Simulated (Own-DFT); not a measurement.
# Computed records: GaN (wurtzite, strained, atoms displaced)

Computed with Own-DFT development build. A calculation, not a measurement: plane-wave PBE density functional theory by an unreviewed code, no spin, of a simulated periodic cell, stress positive in tension, free energy of the whole cell less one offset for each atom, forces on such cells passed a denser k mesh, this cell's mesh not checked; offsets are fitted by least squares, one for each functional and potential file, so energies compare only between cells with the same atoms and settings and are not formation energies; the far tail of each file's local potential was reset to the Coulomb form; each entry is a single point on an unrelaxed cell, so the pressure reflects the starting lattice, mostly measured values (interpolated for alloys), from which strain is counted, and rises with the displacements; printed positions are rounded, which can move forces by about a meV/angstrom; the program, named Own-DFT, is a retired in-house code; no spin-orbit coupling.

Settings shared by all entries: functional PBE; potential files PseudoDojo norm-conserving, scalar-relativistic, standard set with the stringent files for Ga; wave cutoff 96 hartree; occupations Gaussian; smearing width 0.01 eV; k mesh 3 x 4 x 3 centred on Gamma.

(1) GaN (wurtzite, strained, atoms displaced)

```cif
# cell vector a (Å): 12.7560 0.0000 0.0000
# cell vector b (Å): -4.7835 8.2853 0.0000
# cell vector c (Å): 0.0000 0.0000 10.2663
data_GaN
_symmetry_space_group_name_H-M 'P 1'
_symmetry_Int_Tables_number 1
_cell_length_a 12.7560
_cell_length_b 9.5670
_cell_length_c 10.2663
_cell_angle_alpha 90.000
_cell_angle_beta 90.000
_cell_angle_gamma 120.000
_cell_volume 1085.02
loop_
_atom_site_label
_atom_site_type_symbol
_atom_site_fract_x
_atom_site_fract_y
_atom_site_fract_z
_atom_site_occupancy
Ga1 Ga 0.08077 0.21515 0.98538 1
Ga2 Ga 0.17203 0.12177 0.24949 1
N1 N 0.09306 0.23036 0.19625 1
N2 N 0.17435 0.11048 0.44480 1
Ga3 Ga 0.07818 0.22285 0.51167 1
Ga4 Ga 0.16898 0.11437 0.75112 1
N3 N 0.08310 0.23315 0.68450 1
N4 N 0.16419 0.10997 0.93528 1
Ga5 Ga 0.08786 0.57096 0.00212 1
Ga6 Ga 0.16945 0.43741 0.24348 1
N5 N 0.07963 0.55687 0.18286 1
N6 N 0.16384 0.44253 0.44098 1
Ga7 Ga 0.08361 0.54725 0.50809 1
Ga8 Ga 0.16453 0.43895 0.74406 1
N7 N 0.09058 0.56049 0.69306 1
N8 N 0.16905 0.45185 0.93835 1
Ga9 Ga 0.08951 0.89135 0.99802 1
Ga10 Ga 0.16408 0.78435 0.24426 1
N9 N 0.09072 0.88833 0.18411 1
N10 N 0.17356 0.77866 0.45099 1
Ga11 Ga 0.08761 0.88760 0.49561 1
Ga12 Ga 0.16633 0.77916 0.75662 1
N11 N 0.08548 0.89466 0.68863 1
N12 N 0.15652 0.76275 0.94150 1
Ga13 Ga 0.33141 0.21489 0.99474 1
Ga14 Ga 0.41600 0.10684 0.25278 1
N13 N 0.33687 0.22194 0.18733 1
N14 N 0.42140 0.11286 0.43386 1
Ga15 Ga 0.33014 0.21854 0.49733 1
Ga16 Ga 0.41532 0.11850 0.75140 1
N15 N 0.33022 0.21503 0.68315 1
N16 N 0.41390 0.10090 0.93612 1
Ga17 Ga 0.33570 0.55819 0.99937 1
Ga18 Ga 0.41670 0.43914 0.25100 1
N17 N 0.33234 0.54777 0.19380 1
N18 N 0.41702 0.44865 0.43135 1
Ga19 Ga 0.33143 0.54857 0.49436 1
Ga20 Ga 0.41781 0.44834 0.74871 1
N19 N 0.33173 0.55723 0.68869 1
N20 N 0.41666 0.44403 0.94054 1
Ga21 Ga 0.33192 0.87776 0.99597 1
Ga22 Ga 0.40994 0.76108 0.25577 1
N21 N 0.32933 0.88393 0.18441 1
N22 N 0.41094 0.77016 0.43837 1
Ga23 Ga 0.33131 0.88716 0.49636 1
Ga24 Ga 0.42905 0.78409 0.74638 1
N23 N 0.33387 0.88474 0.68613 1
N24 N 0.42259 0.78101 0.94231 1
Ga25 Ga 0.58451 0.24058 0.99180 1
Ga26 Ga 0.67047 0.10972 0.25262 1
N25 N 0.58674 0.22942 0.19538 1
N26 N 0.66297 0.10523 0.44057 1
Ga27 Ga 0.57164 0.22066 0.50382 1
Ga28 Ga 0.68079 0.12410 0.75303 1
N27 N 0.57615 0.21880 0.68853 1
N28 N 0.66199 0.11289 0.94322 1
Ga29 Ga 0.57597 0.55121 0.99766 1
Ga30 Ga 0.66921 0.44428 0.23933 1
N29 N 0.57335 0.55503 0.18855 1
N30 N 0.66570 0.45210 0.43717 1
Ga31 Ga 0.58425 0.54815 0.49607 1
Ga32 Ga 0.66276 0.44190 0.75429 1
N31 N 0.58184 0.55100 0.68384 1
N32 N 0.67086 0.45484 0.93112 1
Ga33 Ga 0.58104 0.89007 0.99637 1
Ga34 Ga 0.66798 0.76157 0.24446 1
N33 N 0.58501 0.89464 0.19374 1
N34 N 0.67102 0.77580 0.43978 1
Ga35 Ga 0.58446 0.89468 0.50106 1
Ga36 Ga 0.66366 0.77349 0.75110 1
N35 N 0.57449 0.89145 0.69151 1
N36 N 0.66972 0.78195 0.93636 1
Ga37 Ga 0.83825 0.22644 0.99734 1
Ga38 Ga 0.91164 0.10725 0.25611 1
N37 N 0.82831 0.22395 0.17893 1
N38 N 0.92376 0.10972 0.44017 1
Ga39 Ga 0.84267 0.21725 0.49904 1
Ga40 Ga 0.91490 0.11047 0.74534 1
N39 N 0.82974 0.21927 0.68690 1
N40 N 0.90809 0.10915 0.93721 1
Ga41 Ga 0.83591 0.56489 0.98826 1
Ga42 Ga 0.92099 0.44106 0.25249 1
N41 N 0.83228 0.55602 0.18670 1
N42 N 0.91980 0.44759 0.43997 1
Ga43 Ga 0.83309 0.55296 0.50230 1
Ga44 Ga 0.92127 0.44661 0.74894 1
N43 N 0.82657 0.55310 0.68318 1
N44 N 0.90764 0.43897 0.93709 1
Ga45 Ga 0.83390 0.88358 0.00045 1
Ga46 Ga 0.91611 0.77401 0.25256 1
N45 N 0.83364 0.88494 0.19062 1
N46 N 0.91470 0.77850 0.42694 1
Ga47 Ga 0.83847 0.89568 0.49669 1
Ga48 Ga 0.91529 0.78020 0.74576 1
N47 N 0.83284 0.89545 0.68970 1
N48 N 0.91399 0.77187 0.93955 1
```

- free energy of cell above offsets: -2.315 eV
- pressure: 9.75 GPa
- stress xx: -8.08 GPa
- stress yy: -9.31 GPa
- stress zz: -11.86 GPa
- stress yz: 0.03 GPa
- stress xz: 0.64 GPa
- stress xy: -1.11 GPa

Force:
```tsv
element	x (eV/Å)	y (eV/Å)	z (eV/Å)
Ga	-1.22	1.696	1.951
Ga	0.701	-1.395	0.622
N	-1.952	-2.917	-2.11
N	-2.718	-0.367	-1.212
Ga	2.487	0.401	-3.489
Ga	-0.339	-0.229	-1.368
N	0.35	-2.488	2.578
N	0.696	-0.264	0.126
Ga	-0.216	-5.726	0.439
Ga	-1.727	2.289	1.264
N	1.191	-0.045	1.499
N	0.413	-0.718	-0.598
Ga	-0.269	1.627	-0.974
Ga	0.637	2.597	1.742
N	-1.366	-0.618	0.076
N	-0.098	-1.015	-0.157
Ga	-1.206	-0.608	0.198
Ga	2.43	-1.774	1.87
N	-2.997	1.72	0.063
N	-2.202	-1.452	-2.241
Ga	-0.549	-0.255	0.35
Ga	0.806	0.463	-1.633
N	-0.481	-0.66	0.221
N	0.733	5.039	-1.671
Ga	0.301	0.53	0.957
Ga	0.647	0.083	-1.647
N	-0.224	-0.382	-0.505
N	-1.99	-1.023	0.731
Ga	1.677	1.225	-0.087
Ga	0.796	-2.142	-0.627
N	-0.55	1.533	0.874
N	-0.597	0.932	0.488
Ga	-0.342	-0.282	0.341
Ga	-0.602	-0.341	-0.598
N	0.128	0.177	-1.316
N	0.628	-1.146	1.629
Ga	-0.38	0.659	0.976
Ga	-0.42	-0.459	-0.455
N	0.78	-0.347	-0.208
N	-0.599	-0.983	-0.84
Ga	-0.211	0.726	0.56
Ga	0.363	2.215	-1.039
N	0.634	-0.057	0.517
N	0.586	0.629	0.712
Ga	1.632	0.616	1.041
Ga	-4.867	-2.288	1.361
N	-0.435	0.661	1.088
N	-0.953	-1.394	-1.092
Ga	0.982	-2.351	1.695
Ga	-1.349	0.164	-0.286
N	-0.311	-1.416	-1.649
N	0.677	1.978	0.286
Ga	2.843	1.26	-0.512
Ga	-3.727	-2.028	0.714
N	1.252	0.743	0.686
N	0.597	0.852	-0.805
Ga	0.974	1.391	0.414
Ga	-0.732	0.651	1.621
N	2.074	-1.02	-1.431
N	2.017	-1.786	-0.8
Ga	-1.598	1.658	0.275
Ga	0.077	-0.126	-2.603
N	-0.333	0.477	0.792
N	-0.963	0.06	1.749
Ga	1.253	1.024	1.769
Ga	-1.685	2.623	1.371
N	0.274	-1.855	-0.775
N	-0.681	0.38	-0.077
Ga	0.213	-1.832	-0.394
Ga	-0.333	0.435	-0.983
N	5.2	2.31	-1.297
N	-0.451	-0.819	0.567
Ga	-1.858	-0.401	0.023
Ga	0.597	0.597	-2.008
N	1.813	-0.099	2.249
N	-0.79	0.265	-0.249
Ga	-2.873	0.625	-0.219
Ga	-0.098	0.354	1.027
N	2.331	1.552	-0.791
N	2.149	-0.507	-0.494
Ga	0.494	-2.354	2.167
Ga	-1.241	0.327	-0.81
N	0.846	0.116	-0.672
N	0.227	-0.889	0.33
Ga	-0.749	0.198	-1.536
Ga	-0.679	0.224	0.006
N	1.098	0.404	1.514
N	1.159	1.309	-0.567
Ga	-0.606	0.599	0.125
Ga	0.611	0.106	-2.486
N	0.232	0.639	-0.48
N	1.129	0.118	3.479
Ga	-0.44	-2.147	0.404
Ga	0.265	-0.178	0.063
N	0.312	-0.891	-0.631
N	0.7	2.817	-1.182
```

(2) GaN (wurtzite, strained, atoms displaced)

```cif
# cell vector a (Å): 12.7560 0.0000 0.0000
# cell vector b (Å): -4.7835 8.2853 0.0000
# cell vector c (Å): 0.0000 0.0000 10.2663
data_GaN
_symmetry_space_group_name_H-M 'P 1'
_symmetry_Int_Tables_number 1
_cell_length_a 12.7560
_cell_length_b 9.5670
_cell_length_c 10.2663
_cell_angle_alpha 90.000
_cell_angle_beta 90.000
_cell_angle_gamma 120.000
_cell_volume 1085.02
loop_
_atom_site_label
_atom_site_type_symbol
_atom_site_fract_x
_atom_site_fract_y
_atom_site_fract_z
_atom_site_occupancy
Ga1 Ga 0.08687 0.21697 0.99668 1
Ga2 Ga 0.16517 0.11252 0.25461 1
N1 N 0.08539 0.22124 0.19990 1
N2 N 0.17026 0.11415 0.43658 1
Ga3 Ga 0.07803 0.21483 0.49205 1
Ga4 Ga 0.17109 0.11540 0.74594 1
N3 N 0.08208 0.22413 0.68555 1
N4 N 0.17053 0.11644 0.94062 1
Ga5 Ga 0.08441 0.55217 0.99757 1
Ga6 Ga 0.15733 0.43517 0.25723 1
N5 N 0.08155 0.55431 0.18919 1
N6 N 0.16437 0.44492 0.43147 1
Ga7 Ga 0.08503 0.56875 0.50132 1
Ga8 Ga 0.16011 0.44764 0.75763 1
N7 N 0.08297 0.55513 0.68575 1
N8 N 0.17072 0.44469 0.93889 1
Ga9 Ga 0.08507 0.88735 0.99709 1
Ga10 Ga 0.16382 0.77039 0.25039 1
N9 N 0.08141 0.88212 0.19712 1
N10 N 0.17795 0.78391 0.43804 1
Ga11 Ga 0.07956 0.89177 0.50248 1
Ga12 Ga 0.16310 0.78241 0.74605 1
N11 N 0.08305 0.88375 0.68469 1
N12 N 0.16374 0.77656 0.93553 1
Ga13 Ga 0.33284 0.22838 0.00922 1
Ga14 Ga 0.41568 0.11362 0.25067 1
N13 N 0.32725 0.21566 0.18169 1
N14 N 0.41684 0.10887 0.45089 1
Ga15 Ga 0.33484 0.22977 0.49959 1
Ga16 Ga 0.41536 0.10761 0.74554 1
N15 N 0.32636 0.22447 0.69490 1
N16 N 0.42891 0.11592 0.94377 1
Ga17 Ga 0.32880 0.55935 0.00295 1
Ga18 Ga 0.40733 0.44130 0.24752 1
N17 N 0.33744 0.55485 0.18176 1
N18 N 0.40944 0.43443 0.44584 1
Ga19 Ga 0.33597 0.55458 0.49488 1
Ga20 Ga 0.41992 0.45153 0.75421 1
N19 N 0.33496 0.55058 0.68860 1
N20 N 0.41064 0.43763 0.93959 1
Ga21 Ga 0.33761 0.89177 0.99853 1
Ga22 Ga 0.41790 0.77866 0.25616 1
N21 N 0.33094 0.88933 0.18218 1
N22 N 0.41704 0.78270 0.44819 1
Ga23 Ga 0.33244 0.89053 0.50209 1
Ga24 Ga 0.41605 0.77706 0.75163 1
N23 N 0.34261 0.89507 0.68879 1
N24 N 0.41803 0.77808 0.93390 1
Ga25 Ga 0.58237 0.21997 0.00569 1
Ga26 Ga 0.66771 0.11262 0.25088 1
N25 N 0.58958 0.22652 0.17536 1
N26 N 0.66660 0.11786 0.43697 1
Ga27 Ga 0.58028 0.22049 0.50665 1
Ga28 Ga 0.66421 0.10549 0.75358 1
N27 N 0.57908 0.22506 0.68943 1
N28 N 0.67343 0.11985 0.94478 1
Ga29 Ga 0.58942 0.55708 0.00192 1
Ga30 Ga 0.66651 0.44323 0.25072 1
N29 N 0.58333 0.55740 0.18237 1
N30 N 0.65817 0.44335 0.44163 1
Ga31 Ga 0.58725 0.55577 0.50581 1
Ga32 Ga 0.66782 0.45050 0.74815 1
N31 N 0.58019 0.54390 0.68886 1
N32 N 0.67283 0.44861 0.92955 1
Ga33 Ga 0.57568 0.87631 0.01023 1
Ga34 Ga 0.66980 0.78284 0.24294 1
N33 N 0.58180 0.88559 0.18558 1
N34 N 0.66578 0.78039 0.43625 1
Ga35 Ga 0.58349 0.89344 0.50281 1
Ga36 Ga 0.67850 0.78497 0.75143 1
N35 N 0.58238 0.88334 0.69126 1
N36 N 0.66573 0.78006 0.93364 1
Ga37 Ga 0.83231 0.22017 0.00503 1
Ga38 Ga 0.90940 0.10128 0.24897 1
N37 N 0.83194 0.22134 0.19182 1
N38 N 0.91830 0.10241 0.44495 1
Ga39 Ga 0.83567 0.22505 0.49801 1
Ga40 Ga 0.92286 0.11207 0.74816 1
N39 N 0.83528 0.22452 0.68176 1
N40 N 0.92357 0.11917 0.93435 1
Ga41 Ga 0.83448 0.55594 0.00309 1
Ga42 Ga 0.91828 0.44733 0.24952 1
N41 N 0.82953 0.55353 0.19177 1
N42 N 0.91179 0.44106 0.43700 1
Ga43 Ga 0.83565 0.56472 0.49892 1
Ga44 Ga 0.91605 0.44323 0.74064 1
N43 N 0.81843 0.55104 0.68502 1
N44 N 0.92166 0.44715 0.93635 1
Ga45 Ga 0.83249 0.88691 0.99671 1
Ga46 Ga 0.92008 0.77915 0.25506 1
N45 N 0.83378 0.89294 0.18323 1
N46 N 0.91911 0.77642 0.44491 1
Ga47 Ga 0.82802 0.88565 0.49490 1
Ga48 Ga 0.91602 0.78551 0.74492 1
N47 N 0.83176 0.89169 0.68806 1
N48 N 0.91216 0.77326 0.94434 1
```

* free energy of cell above offsets: -4.067 eV
* pressure: 9.35 GPa
* stress xx: -8.05 GPa
* stress yy: -6.76 GPa
* stress zz: -13.23 GPa
* stress yz: 0.32 GPa
* stress xz: -0.32 GPa
* stress xy: -0.9 GPa

Force:
```tsv
element	x (eV/Å)	y (eV/Å)	z (eV/Å)
Ga	-1.012	0.829	1.185
Ga	0.716	-1.115	-0.871
N	-1.262	-0.703	-1.859
N	-0.349	-0.673	1.095
Ga	1.233	1.76	1.169
Ga	-1.736	-0.45	0.882
N	0.815	0.133	-0.136
N	0.426	-1.575	-0.614
Ga	-0.336	0.334	0.249
Ga	0.63	1.273	-2.359
N	0.416	-0.382	-0.449
N	-0.021	0.201	2.871
Ga	0.648	-1.543	-0.9
Ga	2.004	-0.479	-1.848
N	-0.497	0.878	0.303
N	-1.102	-0.451	0.699
Ga	-0.753	0.304	0.871
Ga	0.572	0.946	-0.154
N	0.058	0.919	-1.087
N	-2.593	-0.51	-0.041
Ga	1.855	0.596	-1.161
Ga	2.167	-0.721	0.657
N	-1.414	1.136	0.614
N	0.984	0.13	0.034
Ga	1.326	-0.733	-3.415
Ga	0.569	-0.265	0.077
N	0.391	0.456	3.585
N	-0.784	0.739	-2.077
Ga	0.284	-2.389	1.623
Ga	-0.574	1.562	1.489
N	2.558	0.332	-1.251
N	-2.936	-1.009	-1.265
Ga	1.708	-0.13	-1.38
Ga	1.99	-0.191	0.517
N	-1.911	0.712	2.051
N	1.028	2.715	-2.222
Ga	-1.236	0.01	1.318
Ga	-0.225	-1.022	0.092
N	-1.648	0.805	-0.186
N	0.587	1.714	0.563
Ga	-0.528	0.241	-0.792
Ga	-0.676	-0.189	-0.384
N	0.602	-0.24	1.636
N	0.543	-0.643	-1.393
Ga	0.985	0.32	0.573
Ga	0.535	-0.781	-0.999
N	-1.714	-1.441	0.171
N	-0.433	-0.241	1.239
Ga	1.338	1.377	-3.729
Ga	-0.61	-0.101	-0.436
N	-0.762	-0.328	5.12
N	0.398	-0.61	0.286
Ga	0.48	0.655	-0.477
Ga	-0.093	0.91	0.061
N	1.301	-0.393	0.62
N	-0.559	-1.768	-0.666
Ga	-0.705	-0.715	-1.737
Ga	-0.868	-0.032	0.192
N	-0.11	-0.301	1.811
N	1.89	-0.203	-1.004
Ga	-1.753	0.342	-0.681
Ga	-0.87	-2.203	0.669
N	-0.764	2.203	0.207
N	-0.47	-0.308	2.036
Ga	0.492	1.444	-3.045
Ga	-0.243	-1.176	0.758
N	-0.21	0.605	2.292
N	-0.237	-0.483	-0.208
Ga	0.31	0.123	0.066
Ga	-2.671	-1.72	-0.315
N	0.506	0.486	-0.147
N	0.268	-0.133	1.308
Ga	0.779	0.79	-0.973
Ga	0.698	1.667	0.556
N	0.629	0.159	0.251
N	-1.844	0.277	-1.617
Ga	-0.157	-0.687	-0.206
Ga	-1.368	0.578	-0.218
N	-0.157	-0.785	1.074
N	-0.41	-0.957	0.879
Ga	0.166	-0.765	-0.683
Ga	-0.533	-0.448	-0.053
N	0.678	0.655	0.148
N	0.539	1.394	0.314
Ga	-0.62	-2.522	0.178
Ga	-1.105	0.179	1.076
N	3.717	2.057	-0.484
N	-0.613	-0.412	-0.066
Ga	-0.207	0.807	-0.362
Ga	-0.813	-0.467	-0.799
N	0.645	-1.116	0.626
N	-1.049	0.945	-0.981
Ga	0.375	-0.223	0.826
Ga	0.43	-1.561	1.02
N	1.405	0.555	-0.897
N	0.863	1.041	-1.317
```

(3) GaN (wurtzite, strained, atoms displaced)

```cif
# cell vector a (Å): 12.7560 0.0000 0.0000
# cell vector b (Å): -4.7835 8.2853 0.0000
# cell vector c (Å): 0.0000 0.0000 10.2663
data_GaN
_symmetry_space_group_name_H-M 'P 1'
_symmetry_Int_Tables_number 1
_cell_length_a 12.7560
_cell_length_b 9.5670
_cell_length_c 10.2663
_cell_angle_alpha 90.000
_cell_angle_beta 90.000
_cell_angle_gamma 120.000
_cell_volume 1085.02
loop_
_atom_site_label
_atom_site_type_symbol
_atom_site_fract_x
_atom_site_fract_y
_atom_site_fract_z
_atom_site_occupancy
Ga1 Ga 0.08860 0.21771 0.99945 1
Ga2 Ga 0.15924 0.11122 0.25246 1
N1 N 0.08237 0.22289 0.18913 1
N2 N 0.16922 0.11215 0.43763 1
Ga3 Ga 0.07736 0.21442 0.49810 1
Ga4 Ga 0.16938 0.12394 0.75214 1
N3 N 0.08513 0.22795 0.68512 1
N4 N 0.16495 0.10144 0.94048 1
Ga5 Ga 0.09198 0.56239 0.99664 1
Ga6 Ga 0.16294 0.43560 0.26108 1
N5 N 0.08047 0.54277 0.18655 1
N6 N 0.16761 0.44099 0.44678 1
Ga7 Ga 0.08558 0.55457 0.50552 1
Ga8 Ga 0.16735 0.45045 0.74746 1
N7 N 0.08122 0.55700 0.69250 1
N8 N 0.16621 0.44376 0.93331 1
Ga9 Ga 0.08546 0.89613 0.00301 1
Ga10 Ga 0.16400 0.78147 0.24627 1
N9 N 0.08629 0.88746 0.19057 1
N10 N 0.16971 0.78292 0.43884 1
Ga11 Ga 0.07911 0.87887 0.50270 1
Ga12 Ga 0.16769 0.77666 0.74034 1
N11 N 0.08679 0.89090 0.68413 1
N12 N 0.15596 0.76591 0.93346 1
Ga13 Ga 0.32876 0.21871 0.00585 1
Ga14 Ga 0.42044 0.11327 0.24943 1
N13 N 0.33269 0.22379 0.18485 1
N14 N 0.41882 0.10358 0.43538 1
Ga15 Ga 0.33474 0.22986 0.51251 1
Ga16 Ga 0.42238 0.11656 0.75452 1
N15 N 0.33379 0.23044 0.69097 1
N16 N 0.41834 0.11500 0.94051 1
Ga17 Ga 0.33678 0.55194 0.98787 1
Ga18 Ga 0.42191 0.44418 0.25071 1
N17 N 0.34165 0.54994 0.19277 1
N18 N 0.40986 0.44183 0.43321 1
Ga19 Ga 0.33470 0.55649 0.49964 1
Ga20 Ga 0.41817 0.43892 0.75141 1
N19 N 0.33683 0.55485 0.68820 1
N20 N 0.41943 0.44528 0.94355 1
Ga21 Ga 0.33240 0.89059 0.99994 1
Ga22 Ga 0.41506 0.77447 0.25845 1
N21 N 0.33342 0.88255 0.19231 1
N22 N 0.41127 0.76985 0.43209 1
Ga23 Ga 0.33301 0.88510 0.50728 1
Ga24 Ga 0.41572 0.77587 0.74951 1
N23 N 0.33696 0.88531 0.69564 1
N24 N 0.41847 0.77645 0.93818 1
Ga25 Ga 0.58409 0.22350 0.00291 1
Ga26 Ga 0.66592 0.11502 0.24726 1
N25 N 0.58811 0.22198 0.19468 1
N26 N 0.67740 0.12076 0.44785 1
Ga27 Ga 0.58617 0.21500 0.49979 1
Ga28 Ga 0.66908 0.11946 0.74999 1
N27 N 0.58461 0.22336 0.67803 1
N28 N 0.66759 0.11490 0.93705 1
Ga29 Ga 0.58382 0.55968 0.99941 1
Ga30 Ga 0.66581 0.43484 0.25709 1
N29 N 0.58350 0.54807 0.18158 1
N30 N 0.67063 0.44997 0.44170 1
Ga31 Ga 0.58735 0.55357 0.49510 1
Ga32 Ga 0.66422 0.43762 0.74388 1
N31 N 0.58336 0.56937 0.68965 1
N32 N 0.66697 0.45583 0.94175 1
Ga33 Ga 0.59015 0.89460 0.00871 1
Ga34 Ga 0.66521 0.77063 0.24695 1
N33 N 0.58060 0.89012 0.17804 1
N34 N 0.67025 0.78829 0.43658 1
Ga35 Ga 0.58218 0.89683 0.49461 1
Ga36 Ga 0.67748 0.78890 0.75356 1
N35 N 0.58277 0.88855 0.69019 1
N36 N 0.66876 0.77966 0.93554 1
Ga37 Ga 0.84222 0.22937 0.00883 1
Ga38 Ga 0.91064 0.10637 0.24555 1
N37 N 0.82804 0.22810 0.19830 1
N38 N 0.91071 0.10713 0.44463 1
Ga39 Ga 0.83306 0.22038 0.49033 1
Ga40 Ga 0.91328 0.11117 0.74721 1
N39 N 0.83855 0.23160 0.67631 1
N40 N 0.91957 0.11110 0.94134 1
Ga41 Ga 0.82287 0.54530 0.99896 1
Ga42 Ga 0.92315 0.45409 0.25367 1
N41 N 0.83327 0.56469 0.18572 1
N42 N 0.91642 0.45103 0.43856 1
Ga43 Ga 0.83361 0.56101 0.49984 1
Ga44 Ga 0.91963 0.43822 0.74141 1
N43 N 0.83298 0.55700 0.68365 1
N44 N 0.91911 0.45042 0.93870 1
Ga45 Ga 0.83808 0.88750 0.00446 1
Ga46 Ga 0.92072 0.77688 0.24725 1
N45 N 0.84283 0.88224 0.18375 1
N46 N 0.92195 0.78989 0.43298 1
Ga47 Ga 0.83848 0.89047 0.50006 1
Ga48 Ga 0.92127 0.78416 0.75485 1
N47 N 0.84088 0.89019 0.68299 1
N48 N 0.91701 0.77712 0.94746 1
```

- free energy of cell above offsets: -4.225 eV
- pressure: 8.85 GPa
- stress xx: -7.3 GPa
- stress yy: -6.51 GPa
- stress zz: -12.74 GPa
- stress yz: -0.15 GPa
- stress xz: 0.01 GPa
- stress xy: 0.68 GPa

Force:
```tsv
element	x (eV/Å)	y (eV/Å)	z (eV/Å)
Ga	-1.319	1.088	-0.049
Ga	1.827	-0.046	0.159
N	-0.626	-0.562	-0.154
N	-0.278	-0.323	0.878
Ga	0.783	0.223	0.11
Ga	-0.148	-1.46	-0.583
N	-0.386	-0.403	0.791
N	0.131	1.927	-0.849
Ga	-0.97	-1.937	0.734
Ga	0.996	1.433	-1.337
N	0.588	1.502	0.293
N	-0.763	-0.015	-0.146
Ga	-0.522	0.292	-1.095
Ga	0.706	-0.421	-0.261
N	1.026	0.136	-0.921
N	0.791	-0.59	0.576
Ga	0.282	-2.917	-0.131
Ga	2.017	-1.283	0.787
N	-0.944	1.044	-0.516
N	0.111	-1.125	0.212
Ga	0.436	1.607	-0.983
Ga	-0.497	0.612	1.529
N	-0.253	0.65	1.414
N	0.865	3.062	-0.057
Ga	0.802	0.754	-1.038
Ga	-1.146	-0.802	-0.12
N	0.243	-0.883	1.629
N	-0.377	0.949	1.269
Ga	0.24	-0.981	-3.05
Ga	-0.461	-0.622	-0.657
N	1.007	-1.733	1.077
N	-0.123	-0.113	0.17
Ga	-1.115	0.833	2.052
Ga	-0.327	-0.568	-0.677
N	-2.291	0.576	-0.875
N	1.838	0.131	1.392
Ga	0.249	-0.461	0.336
Ga	-0.093	2.448	0.599
N	-0.606	-0.136	0.112
N	0.202	-1.293	-1.206
Ga	0.335	-1.142	-0.097
Ga	0.186	-0.769	-3.539
N	-0.564	0.826	-0.735
N	0.413	1.315	3.002
Ga	-0.06	0.422	-1.05
Ga	1.581	-0.273	0.759
N	-1.104	1.21	-0.753
N	-0.23	0.541	0.25
Ga	0.155	0.6	-0.242
Ga	0.83	-1.632	1.146
N	-1.456	0.079	-1.037
N	-2.455	-1.857	-2.438
Ga	-1.212	0.848	-1.414
Ga	0.758	-1	-0.414
N	-0.536	-0.26	2.263
N	0.516	0.461	0.621
Ga	-0.203	0.311	-0.521
Ga	0.099	1.988	-1.066
N	0.508	0.437	1.764
N	0.033	-1.304	-0.246
Ga	-1.998	1.222	0.937
Ga	-0.382	2.054	0.592
N	1.231	-1.502	-0.543
N	-0.233	-2.469	-1.574
Ga	-0.639	-0.501	-4.481
Ga	0.245	0.553	-0.094
N	0.697	0.064	4.784
N	0.056	-0.981	-0.257
Ga	0.741	-1.079	1.121
Ga	-1.062	-0.463	-1.131
N	0.306	0.982	-0.599
N	0.253	0.612	1.375
Ga	-0.748	0.228	-1.087
Ga	0.283	-0.04	0.665
N	1.678	-0.237	-0.731
N	1.111	0.439	-1.817
Ga	1.351	2.008	0.875
Ga	0.56	0.503	0.195
N	-0.241	-1.844	1.228
N	-0.216	0.064	-0.271
Ga	2.119	1.487	0.163
Ga	-1.161	-0.061	-0.689
N	0.571	-1.938	0.802
N	0.757	-0.158	0.421
Ga	0.595	0.593	-0.295
Ga	-1.81	1.297	1.747
N	0.311	0.138	1.214
N	0.112	-0.847	-0.339
Ga	-0.922	0.056	-1.446
Ga	0.265	-0.114	0.3
N	-2.616	1.241	1.423
N	-0.022	-1.482	0.382
Ga	-1.022	-0.426	-0.627
Ga	0.489	-0.997	0.214
N	-0.629	0.391	1.209
N	0.476	-0.182	-1.335
```
